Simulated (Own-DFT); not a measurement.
# Computed records: Si3Ge (diamond-structure random alloy, atoms displaced)

Computed with Own-DFT development build. A calculation, not a measurement: plane-wave PBE density functional theory by an unreviewed code, no spin, of a simulated periodic cell, stress positive in tension, free energy of the whole cell less one offset for each atom, forces on such cells passed a denser k mesh, this cell's mesh not checked; offsets are fitted by least squares, one for each functional and potential file, so energies compare only between cells with the same atoms and settings and are not formation energies; the far tail of each file's local potential was reset to the Coulomb form; each entry is a single point on an unrelaxed cell, so the pressure reflects the starting lattice, mostly measured values, from which strain is counted, and rises with the displacements; printed positions are rounded, which can move forces by about a meV/angstrom; the program is a retired in-house code; no spin-orbit coupling.

Common to all runs: functional PBE; potential files PseudoDojo norm-conserving, scalar-relativistic, standard set; wave cutoff 42 hartree; occupations Fermi-Dirac; smearing width 0.1 eV; k mesh 5 x 5 x 5 centred on Gamma.

(1) 
```cif
# cell vector a (Å): 0.0000 5.4878 5.4878
# cell vector b (Å): 5.4878 0.0000 5.4878
# cell vector c (Å): 5.4878 5.4878 0.0000
data_Si3Ge
_symmetry_space_group_name_H-M 'P 1'
_symmetry_Int_Tables_number 1
_cell_length_a 7.7609
_cell_length_b 7.7609
_cell_length_c 7.7609
_cell_angle_alpha 60.000
_cell_angle_beta 60.000
_cell_angle_gamma 60.000
_cell_volume 330.54
loop_
_atom_site_label
_atom_site_type_symbol
_atom_site_fract_x
_atom_site_fract_y
_atom_site_fract_z
_atom_site_occupancy
Si1 Si 0.00179 0.98914 0.99741 1
Si2 Si 0.48566 0.00723 0.00457 1
Ge1 Ge 0.98301 0.50169 0.99851 1
Si3 Si 0.00610 0.98939 0.49731 1
Si4 Si 0.11596 0.14304 0.11328 1
Ge2 Ge 0.62768 0.11699 0.12885 1
Si5 Si 0.13774 0.60367 0.13149 1
Si6 Si 0.11811 0.12853 0.63156 1
Si7 Si 0.51040 0.49961 0.51114 1
Ge3 Ge 0.98165 0.49094 0.50202 1
Si8 Si 0.48701 0.99969 0.51206 1
Ge4 Ge 0.52091 0.48301 0.99837 1
Si9 Si 0.63409 0.61058 0.64311 1
Si10 Si 0.10433 0.63642 0.63766 1
Si11 Si 0.61798 0.12804 0.64437 1
Si12 Si 0.65067 0.59846 0.13141 1
_calc_free_energy_of_cell_above_offsets '0.444'  # eV
_calc_pressure 3.78  # GPa
_calc_stress_xx -3.79  # GPa
_calc_stress_yy -3.38  # GPa
_calc_stress_zz -4.18  # GPa
_calc_stress_yz 0.93  # GPa
_calc_stress_xz 2.39  # GPa
_calc_stress_xy 1.79  # GPa
```

Force:
```csv
element,x (eV/Å),y (eV/Å),z (eV/Å)
Si,0.107,1.025,0.076
Si,-0.678,1.043,-0.77
Ge,-0.76,2.353,2.876
Si,1.526,-1.08,0.789
Si,-1.158,1.133,-1.757
Ge,-0.449,0.754,-1.113
Si,0.115,-1.086,0.566
Si,-1.323,0.19,-0.984
Si,0.062,-0.986,-0.965
Ge,-0.013,1.447,2.229
Si,0.049,1.036,0.505
Ge,1.734,0.198,-0.445
Si,0.913,-2.838,0.219
Si,-2.632,0.22,0.518
Si,-1.364,-0.563,0.308
Si,3.87,-2.847,-2.054
```

(2) 
```cif
# cell vector a (Å): 0.0000 5.4878 5.4878
# cell vector b (Å): 5.4878 0.0000 5.4878
# cell vector c (Å): 5.4878 5.4878 0.0000
data_Si3Ge
_symmetry_space_group_name_H-M 'P 1'
_symmetry_Int_Tables_number 1
_cell_length_a 7.7609
_cell_length_b 7.7609
_cell_length_c 7.7609
_cell_angle_alpha 60.000
_cell_angle_beta 60.000
_cell_angle_gamma 60.000
_cell_volume 330.54
loop_
_atom_site_label
_atom_site_type_symbol
_atom_site_fract_x
_atom_site_fract_y
_atom_site_fract_z
_atom_site_occupancy
Si1 Si 0.98663 0.00559 0.99467 1
Si2 Si 0.49864 0.00914 0.98898 1
Si3 Si 0.01292 0.48176 0.98850 1
Ge1 Ge 0.00111 0.00144 0.48617 1
Si4 Si 0.12390 0.12756 0.12715 1
Ge2 Ge 0.61319 0.13606 0.11366 1
Si5 Si 0.12534 0.62277 0.12899 1
Si6 Si 0.13397 0.13266 0.63266 1
Ge3 Ge 0.50068 0.48310 0.51834 1
Si7 Si 0.01130 0.50860 0.48471 1
Si8 Si 0.51046 0.00219 0.51367 1
Ge4 Ge 0.49722 0.49538 0.01983 1
Si9 Si 0.63524 0.60563 0.63097 1
Si10 Si 0.11850 0.62553 0.62220 1
Si11 Si 0.62297 0.12308 0.62890 1
Si12 Si 0.64009 0.61662 0.10383 1
_calc_free_energy_of_cell_above_offsets '-0.051'  # eV
_calc_pressure 3.47  # GPa
_calc_stress_xx -3.35  # GPa
_calc_stress_yy -3.23  # GPa
_calc_stress_zz -3.83  # GPa
_calc_stress_yz 0.06  # GPa
_calc_stress_xz -1  # GPa
_calc_stress_xy -0.59  # GPa
```

Force:
```csv
element,x (eV/Å),y (eV/Å),z (eV/Å)
Si,0.156,1.278,0.375
Si,-0.572,0.492,-1.536
Si,1.606,-0.239,0.798
Ge,1.581,1.541,0.078
Si,-2.032,-0.703,-0.347
Ge,0.045,2.008,-1.089
Si,-0.558,-1.73,0.216
Si,-1.034,-0.786,-0.046
Ge,-0.175,-1.836,1.211
Si,0.367,0.438,-1.588
Si,-1.882,-1.241,-1.661
Ge,-0.67,-2.149,0.403
Si,1.177,-0.064,1.027
Si,-0.196,0.491,0.537
Si,-0.187,0.936,0.595
Si,2.374,1.563,1.027
```

(3) 
```cif
# cell vector a (Å): 0.0000 5.4878 5.4878
# cell vector b (Å): 5.4878 0.0000 5.4878
# cell vector c (Å): 5.4878 5.4878 0.0000
data_Si3Ge
_symmetry_space_group_name_H-M 'P 1'
_symmetry_Int_Tables_number 1
_cell_length_a 7.7609
_cell_length_b 7.7609
_cell_length_c 7.7609
_cell_angle_alpha 60.000
_cell_angle_beta 60.000
_cell_angle_gamma 60.000
_cell_volume 330.54
loop_
_atom_site_label
_atom_site_type_symbol
_atom_site_fract_x
_atom_site_fract_y
_atom_site_fract_z
_atom_site_occupancy
Si1 Si 0.99197 0.99310 0.00116 1
Si2 Si 0.48566 0.99705 0.01372 1
Ge1 Ge 0.98744 0.49298 0.03066 1
Si3 Si 0.96608 0.02785 0.50876 1
Ge2 Ge 0.12772 0.10633 0.13053 1
Si4 Si 0.63279 0.12487 0.13372 1
Ge3 Ge 0.13156 0.61488 0.12388 1
Si5 Si 0.13668 0.12170 0.60413 1
Ge4 Ge 0.50564 0.49279 0.50134 1
Si6 Si 0.03393 0.48774 0.47866 1
Si7 Si 0.49834 0.00049 0.51762 1
Si8 Si 0.49278 0.50035 0.99114 1
Si9 Si 0.61534 0.62121 0.62210 1
Si10 Si 0.12619 0.62623 0.62132 1
Si11 Si 0.63250 0.13340 0.61000 1
Si12 Si 0.62009 0.61729 0.12419 1
_calc_free_energy_of_cell_above_offsets '0.533'  # eV
_calc_pressure 3.68  # GPa
_calc_stress_xx -3.23  # GPa
_calc_stress_yy -3.95  # GPa
_calc_stress_zz -3.87  # GPa
_calc_stress_yz -3.04  # GPa
_calc_stress_xz 0.44  # GPa
_calc_stress_xy 1.14  # GPa
```

Force:
```csv
element,x (eV/Å),y (eV/Å),z (eV/Å)
Si,-0.723,-0.197,1.123
Si,-1.142,1.222,1.783
Ge,-2.282,-1.649,-0.089
Si,-3.445,2.587,1.077
Ge,0.944,-0.859,-0.688
Si,0.154,-1.013,-1.33
Ge,0.764,-0.574,1.09
Si,1.415,0.618,-0.65
Ge,0.354,-1.738,-0.084
Si,2.443,0.207,-1.561
Si,-1.735,-0.475,-0.125
Si,-0.71,1.284,0.754
Si,0.102,1.543,2.053
Si,1.103,-0.13,-0.424
Si,2.259,-0.016,-3.056
Si,0.501,-0.811,0.126
```

(4) 
```cif
# cell vector a (Å): 0.0000 5.4878 5.4878
# cell vector b (Å): 5.4878 0.0000 5.4878
# cell vector c (Å): 5.4878 5.4878 0.0000
data_Si3Ge
_symmetry_space_group_name_H-M 'P 1'
_symmetry_Int_Tables_number 1
_cell_length_a 7.7609
_cell_length_b 7.7609
_cell_length_c 7.7609
_cell_angle_alpha 60.000
_cell_angle_beta 60.000
_cell_angle_gamma 60.000
_cell_volume 330.54
loop_
_atom_site_label
_atom_site_type_symbol
_atom_site_fract_x
_atom_site_fract_y
_atom_site_fract_z
_atom_site_occupancy
Si1 Si 0.99148 0.00241 0.00588 1
Si2 Si 0.49411 0.99015 0.02231 1
Ge1 Ge 0.99609 0.51240 0.97849 1
Si3 Si 0.01051 0.00720 0.47471 1
Si4 Si 0.11071 0.12064 0.12069 1
Si5 Si 0.62648 0.09716 0.14638 1
Si6 Si 0.12736 0.63043 0.12232 1
Si7 Si 0.12534 0.09484 0.64781 1
Ge2 Ge 0.51835 0.48936 0.48052 1
Si8 Si 0.01093 0.47248 0.50543 1
Ge3 Ge 0.49656 0.97564 0.51004 1
Si9 Si 0.50250 0.50705 0.96645 1
Si10 Si 0.61926 0.60606 0.62336 1
Ge4 Ge 0.12521 0.62374 0.62567 1
Si11 Si 0.61233 0.11847 0.62649 1
Si12 Si 0.63692 0.62182 0.11024 1
_calc_free_energy_of_cell_above_offsets '0.100'  # eV
_calc_pressure 3.28  # GPa
_calc_stress_xx -3.75  # GPa
_calc_stress_yy -2.89  # GPa
_calc_stress_zz -3.19  # GPa
_calc_stress_yz 1.14  # GPa
_calc_stress_xz 1.55  # GPa
_calc_stress_xy -2.46  # GPa
```

Force:
```csv
element,x (eV/Å),y (eV/Å),z (eV/Å)
Si,-0.678,0.133,-1.317
Si,-0.946,-1.368,0.111
Ge,0.931,2.67,-0.614
Si,1.479,0.463,-1.856
Si,0.316,0.607,2.165
Si,0.504,-1.8,1.411
Si,-0.428,0.288,-0.666
Si,-0.334,-1.726,0.635
Ge,-0.012,-0.631,-1.107
Si,0.385,-0.56,0.127
Ge,0.637,0.478,0.114
Si,1.595,2.552,-1.79
Si,-1.442,0.582,1.949
Ge,-1.863,-1.803,1.431
Si,-0.14,1.781,0.322
Si,-0.007,-1.665,-0.915
```

(5) 
```cif
# cell vector a (Å): 0.0000 5.4878 5.4878
# cell vector b (Å): 5.4878 0.0000 5.4878
# cell vector c (Å): 5.4878 5.4878 0.0000
data_Si3Ge
_symmetry_space_group_name_H-M 'P 1'
_symmetry_Int_Tables_number 1
_cell_length_a 7.7609
_cell_length_b 7.7609
_cell_length_c 7.7609
_cell_angle_alpha 60.000
_cell_angle_beta 60.000
_cell_angle_gamma 60.000
_cell_volume 330.54
loop_
_atom_site_label
_atom_site_type_symbol
_atom_site_fract_x
_atom_site_fract_y
_atom_site_fract_z
_atom_site_occupancy
Si1 Si 0.97195 0.01765 0.01009 1
Si2 Si 0.50641 0.99000 0.01937 1
Si3 Si 0.00784 0.48474 0.99144 1
Si4 Si 0.98589 0.00673 0.51071 1
Si5 Si 0.10520 0.12951 0.13630 1
Si6 Si 0.61242 0.12130 0.14644 1
Si7 Si 0.14564 0.61534 0.11989 1
Ge1 Ge 0.11771 0.12993 0.62762 1
Si8 Si 0.46488 0.52224 0.50635 1
Ge2 Ge 0.99961 0.49893 0.50812 1
Si9 Si 0.48745 0.99318 0.50555 1
Si10 Si 0.50961 0.48937 0.99303 1
Si11 Si 0.61544 0.63690 0.62244 1
Si12 Si 0.11885 0.62753 0.61029 1
Ge3 Ge 0.61169 0.11291 0.65224 1
Ge4 Ge 0.61639 0.63866 0.12139 1
_calc_free_energy_of_cell_above_offsets '-0.136'  # eV
_calc_pressure 3.28  # GPa
_calc_stress_xx -3.08  # GPa
_calc_stress_yy -3.01  # GPa
_calc_stress_zz -3.76  # GPa
_calc_stress_yz 0.03  # GPa
_calc_stress_xz -0.54  # GPa
_calc_stress_xy 0.84  # GPa
```

Force:
```csv
element,x (eV/Å),y (eV/Å),z (eV/Å)
Si,-1.521,1.589,-0.014
Si,1.593,-1.87,-0.289
Si,1.487,-0.285,1.207
Si,-0.758,-0.294,-0.284
Si,-0.906,1.104,0.015
Si,-0.216,-0.54,0.37
Si,0.619,-1.585,-0.651
Ge,0.093,0.577,-1.013
Si,-1.705,2.005,0.977
Ge,-0.966,-2.318,-0.177
Si,1.198,0.823,0.66
Si,0.68,-0.105,0.4
Si,-1,0.265,-1.014
Si,2.758,0.548,0.169
Ge,0.111,-1.473,0.815
Ge,-1.469,1.559,-1.17
```

(6) 
```cif
# cell vector a (Å): 0.0000 5.4878 5.4878
# cell vector b (Å): 5.4878 0.0000 5.4878
# cell vector c (Å): 5.4878 5.4878 0.0000
data_Si3Ge
_symmetry_space_group_name_H-M 'P 1'
_symmetry_Int_Tables_number 1
_cell_length_a 7.7609
_cell_length_b 7.7609
_cell_length_c 7.7609
_cell_angle_alpha 60.000
_cell_angle_beta 60.000
_cell_angle_gamma 60.000
_cell_volume 330.54
loop_
_atom_site_label
_atom_site_type_symbol
_atom_site_fract_x
_atom_site_fract_y
_atom_site_fract_z
_atom_site_occupancy
Si1 Si 0.99124 0.01759 0.00170 1
Ge1 Ge 0.51704 0.98320 0.00596 1
Si2 Si 0.00507 0.49943 0.00282 1
Si3 Si 0.99702 0.00427 0.49932 1
Si4 Si 0.12765 0.14033 0.09656 1
Si5 Si 0.63444 0.12639 0.13018 1
Si6 Si 0.13498 0.62141 0.13890 1
Si7 Si 0.11830 0.14179 0.61026 1
Si8 Si 0.49916 0.49614 0.50638 1
Ge2 Ge 0.99672 0.48653 0.51044 1
Si9 Si 0.49459 0.98683 0.50836 1
Si10 Si 0.47710 0.50772 0.01018 1
Si11 Si 0.62979 0.61809 0.61736 1
Ge3 Ge 0.13430 0.61766 0.63608 1
Ge4 Ge 0.62234 0.11970 0.62624 1
Si12 Si 0.60974 0.64468 0.10302 1
_calc_free_energy_of_cell_above_offsets '0.139'  # eV
_calc_pressure 3.58  # GPa
_calc_stress_xx -3.88  # GPa
_calc_stress_yy -2.82  # GPa
_calc_stress_zz -4.03  # GPa
_calc_stress_yz -0.44  # GPa
_calc_stress_xz -1.42  # GPa
_calc_stress_xy 2.53  # GPa
```

Force:
```csv
element,x (eV/Å),y (eV/Å),z (eV/Å)
Si,-2.048,0.121,-0.046
Ge,2.417,-1.795,1.502
Si,1.438,-0.273,-0.198
Si,-1.035,-0.486,0.578
Si,0.91,2.115,-0.353
Si,0.857,-0.673,-0.891
Si,1.07,-2.691,-1.012
Si,-1.388,2.172,-2.083
Si,-1.279,-0.713,0.885
Ge,1.438,-0.578,1.936
Si,0.027,-0.527,0.521
Si,-2.403,0.943,1.423
Si,1.218,0.066,-0.932
Ge,0.359,-1.11,0.159
Ge,-0.23,-0.093,0.254
Si,-1.351,3.521,-1.742
```

(7) 
```cif
# cell vector a (Å): 0.0000 5.4878 5.4878
# cell vector b (Å): 5.4878 0.0000 5.4878
# cell vector c (Å): 5.4878 5.4878 0.0000
data_Si3Ge
_symmetry_space_group_name_H-M 'P 1'
_symmetry_Int_Tables_number 1
_cell_length_a 7.7609
_cell_length_b 7.7609
_cell_length_c 7.7609
_cell_angle_alpha 60.000
_cell_angle_beta 60.000
_cell_angle_gamma 60.000
_cell_volume 330.54
loop_
_atom_site_label
_atom_site_type_symbol
_atom_site_fract_x
_atom_site_fract_y
_atom_site_fract_z
_atom_site_occupancy
Si1 Si 0.01343 0.98796 0.00977 1
Si2 Si 0.49665 0.00734 0.99770 1
Ge1 Ge 0.99296 0.50788 0.99906 1
Si3 Si 0.01106 0.00337 0.50035 1
Ge2 Ge 0.13591 0.07614 0.16071 1
Si4 Si 0.59979 0.12700 0.13996 1
Si5 Si 0.11490 0.64974 0.12410 1
Ge3 Ge 0.13186 0.13783 0.61010 1
Si6 Si 0.50995 0.49492 0.50601 1
Si7 Si 0.99806 0.50014 0.51535 1
Si8 Si 0.47641 0.00706 0.49979 1
Ge4 Ge 0.52706 0.49413 0.97755 1
Si9 Si 0.64118 0.62868 0.61463 1
Si10 Si 0.11486 0.61864 0.61563 1
Si11 Si 0.60218 0.11629 0.63753 1
Si12 Si 0.59978 0.63279 0.14408 1
_calc_free_energy_of_cell_above_offsets '1.247'  # eV
_calc_pressure 4.26  # GPa
_calc_stress_xx -4.71  # GPa
_calc_stress_yy -3.94  # GPa
_calc_stress_zz -4.13  # GPa
_calc_stress_yz 0.11  # GPa
_calc_stress_xz -0.45  # GPa
_calc_stress_xy -1.95  # GPa
```

Force:
```csv
element,x (eV/Å),y (eV/Å),z (eV/Å)
Si,1.339,-2.81,0.292
Si,-0.313,0.891,-0.528
Ge,0.083,0.455,-0.63
Si,1.177,0.323,-3.482
Ge,-0.051,-2.49,2.307
Si,-1.402,0.737,1.469
Si,-2.373,1.878,-1.691
Ge,1.767,0.14,-2.232
Si,0.271,-0.491,-1.215
Si,-1.999,-2.441,0.34
Si,-1.317,2.304,1.253
Ge,2.138,-0.134,-1.067
Si,0.18,-1.342,-0.399
Si,2.278,2.634,2.669
Si,-0.642,0.159,1.899
Si,-1.136,0.186,1.015
```

(8) 
```cif
# cell vector a (Å): 0.0000 5.4878 5.4878
# cell vector b (Å): 5.4878 0.0000 5.4878
# cell vector c (Å): 5.4878 5.4878 0.0000
data_Si3Ge
_symmetry_space_group_name_H-M 'P 1'
_symmetry_Int_Tables_number 1
_cell_length_a 7.7609
_cell_length_b 7.7609
_cell_length_c 7.7609
_cell_angle_alpha 60.000
_cell_angle_beta 60.000
_cell_angle_gamma 60.000
_cell_volume 330.54
loop_
_atom_site_label
_atom_site_type_symbol
_atom_site_fract_x
_atom_site_fract_y
_atom_site_fract_z
_atom_site_occupancy
Ge1 Ge 0.00256 0.00775 0.98875 1
Si1 Si 0.50399 0.99947 0.97996 1
Si2 Si 0.99136 0.49468 0.01963 1
Si3 Si 0.99846 0.01770 0.50079 1
Ge2 Ge 0.13725 0.12575 0.12796 1
Ge3 Ge 0.62052 0.11868 0.13470 1
Si4 Si 0.11066 0.62679 0.14221 1
Si5 Si 0.11564 0.12850 0.63404 1
Si6 Si 0.50902 0.47403 0.50038 1
Si7 Si 0.00250 0.52582 0.48805 1
Si8 Si 0.49564 0.02438 0.48280 1
Ge4 Ge 0.49127 0.50536 0.00430 1
Si9 Si 0.61120 0.63352 0.64444 1
Si10 Si 0.13412 0.61898 0.62534 1
Si11 Si 0.59792 0.13959 0.62997 1
Si12 Si 0.63789 0.61799 0.13275 1
_calc_free_energy_of_cell_above_offsets '0.328'  # eV
_calc_pressure 3.69  # GPa
_calc_stress_xx -3.66  # GPa
_calc_stress_yy -3.85  # GPa
_calc_stress_zz -3.56  # GPa
_calc_stress_yz 2.46  # GPa
_calc_stress_xz 1.99  # GPa
_calc_stress_xy -1.88  # GPa
```

Force:
```csv
element,x (eV/Å),y (eV/Å),z (eV/Å)
Ge,0.877,1.34,-0.889
Si,0.878,2.043,-0.598
Si,-0.971,-0.121,1.735
Si,-0.48,0.14,-1.747
Ge,-0.054,-0.389,-0.691
Ge,-1.513,-1.752,1.022
Si,-1.164,-1.12,1.089
Si,-0.466,-1.209,2.264
Si,3.216,-1.18,2.472
Si,1.001,1,-2.622
Si,0.899,1.487,-2.71
Ge,0.8,0.835,-0.349
Si,-1.748,-1.347,1.212
Si,1.304,0.053,0.462
Si,-2.957,1.688,0.073
Si,0.377,-1.469,-0.724
```
